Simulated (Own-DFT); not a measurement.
# How strain changes the stress of beta-Si3N4, 112 atoms (N64Si48)

All numbers below are calculated, not measured. The program, named Own-DFT, is a retired in-house plane-wave density functional code that no person has reviewed. Each row is one single-point run on a periodic cell that was not relaxed, without spin or spin-orbit coupling.

Settings of every run: PBE; PseudoDojo norm-conserving scalar-relativistic files; cutoff 42 hartree; 2 x 2 x 4 k mesh centred on Gamma; Fermi-Dirac smearing of 0.1 eV.

Known limits, some of them of some rows only: some atoms lie very close together; forces on such cells moved up to 12 meV/angstrom on a denser k mesh; stress not checked against mesh or cutoff.

Unstrained cell vectors in Å: (15.212, 0.000, 0.000); (-7.606, 13.174, 0.000); (0.000, 0.000, 5.818). The unstrained cell has measured lattice constants (interpolated for alloys), not those of this functional. That, the random moves and any unrelaxed bonds set the pressure at no strain. Each run strains this cell uniformly, with the atoms carried along. Every atom was also moved at random, by a Gaussian of width 0.05 Å on each axis. Strain is the symmetric tensor, in per cent. Stress is positive in tension, and the pressure is minus a third of its trace.

```
run,e_xx (%),e_yy (%),e_zz (%),e_yz (%),e_xz (%),e_xy (%),s_xx (GPa),s_yy (GPa),s_zz (GPa),s_yz (GPa),s_xz (GPa),s_xy (GPa),P (GPa),E (meV/atom)
1,-0.20,1.71,0.48,1.66,-0.27,1.21,-6.45,0.71,-3.50,4.36,-2.02,3.78,3.08,23.2
2,-1.64,-1.39,-0.07,-0.15,0.75,-1.02,-18.69,-15.98,-15.96,-2.00,1.90,-4.90,16.88,59.6
3,1.14,0.77,1.21,-2.00,0.67,-1.63,-0.37,-1.06,-1.23,-6.82,1.22,-4.87,0.88,40.3
4,1.32,0.78,-0.09,1.40,-1.76,1.21,-1.38,-1.12,-7.36,2.98,-6.75,4.60,3.29,17.7
5,-0.23,-1.41,0.70,0.46,0.53,-1.89,-10.47,-15.04,-8.03,1.50,2.51,-8.45,11.18,43.6
6,-1.30,-0.10,-0.44,0.32,0.86,1.41,-15.31,-9.24,-13.13,1.81,3.18,7.36,12.56,20.6
7,0.99,-1.93,-0.51,-1.30,1.13,-0.98,-6.81,-16.56,-13.60,-2.68,2.55,-4.21,12.32,45.3
8,-0.16,-1.22,1.11,-0.09,1.85,-1.74,-8.86,-12.77,-3.60,0.92,6.08,-7.34,8.41,37.6
9,0.67,-0.37,-0.47,-1.03,-1.21,0.74,-4.93,-11.46,-11.15,-2.27,-4.63,4.03,9.18,47.4
10,1.86,-1.41,1.69,1.99,1.95,0.42,2.66,-11.25,-0.90,7.31,4.65,1.36,3.16,50.0
11,1.33,-0.56,-1.65,-1.97,-1.08,0.35,-4.16,-9.22,-24.42,-6.11,-5.49,2.77,12.60,77.9
12,0.77,-1.47,0.50,-1.32,-0.18,1.75,-4.66,-14.03,-9.13,-5.25,-0.45,6.43,9.27,42.5
13,-1.51,-1.12,1.58,0.26,0.32,1.96,-13.83,-15.05,-2.90,1.91,1.15,9.22,10.59,31.9
14,0.40,0.92,0.91,-0.16,-0.29,1.41,-3.25,-2.20,-0.34,-0.04,-1.49,4.42,1.93,0.0
15,-0.94,-0.61,-0.59,-0.24,1.93,-1.72,-13.21,-12.04,-15.88,-0.23,7.92,-7.27,13.71,36.8
16,0.74,-0.84,1.93,1.95,1.13,-1.85,-6.52,-7.53,2.19,6.82,4.50,-8.10,3.96,38.3
17,1.58,0.45,0.07,-1.64,-0.22,-1.06,?,?,?,?,?,?,?,?
```

E is the free energy for each atom above the lowest run shown.

## Worked fit

Each stress component was fitted by least squares to a constant and the strains of the runs shown, as fractions, with shears doubled. Shear strains stay in the fit of a normal stress only where such slopes are resolved. The slopes, in GPa:

| stress | at no strain | per e_xx | per e_yy | per e_zz | scatter |
|---|---|---|---|---|---|
| s_xx | -8.0 | 485 ± 29 | 122 ± 30 | 105 ± 32 | 1.23 |
| s_yy | -7.6 | 129 ± 27 | 505 ± 27 | 78 ± 29 | 1.12 |
| s_zz | -9.9 | 69 ± 40 | 191 ± 42 | 680 ± 44 | 1.70 |

Each shear stress against twice its own strain: yz 155 ± 13, xz 161 ± 16, xy 210 ± 13 GPa. These are stiffnesses along x, y and z of the frame in which the cell vectors are given, which need not be the crystal's axes. The atoms are held to the strained lattice; where symmetry lets them move under strain, relaxing them would lower some slopes. The table should be nearly symmetric about its diagonal, and what it lacks of that shows the noise. A ninth of its sum, 263 ± 9 GPa, estimates the bulk modulus near the mean pressure of these runs, 8.3 GPa, so it lies above the value at zero pressure.

## Withheld run

Question: what normal stresses and pressure should run 17 give?

The fit gives s_xx = 0.3, s_yy = -3.2, s_zz = -7.5 and P = 3.5 GPa. The calculation gave 1.07, -4.39, -8.85 and P = 4.06 GPa.
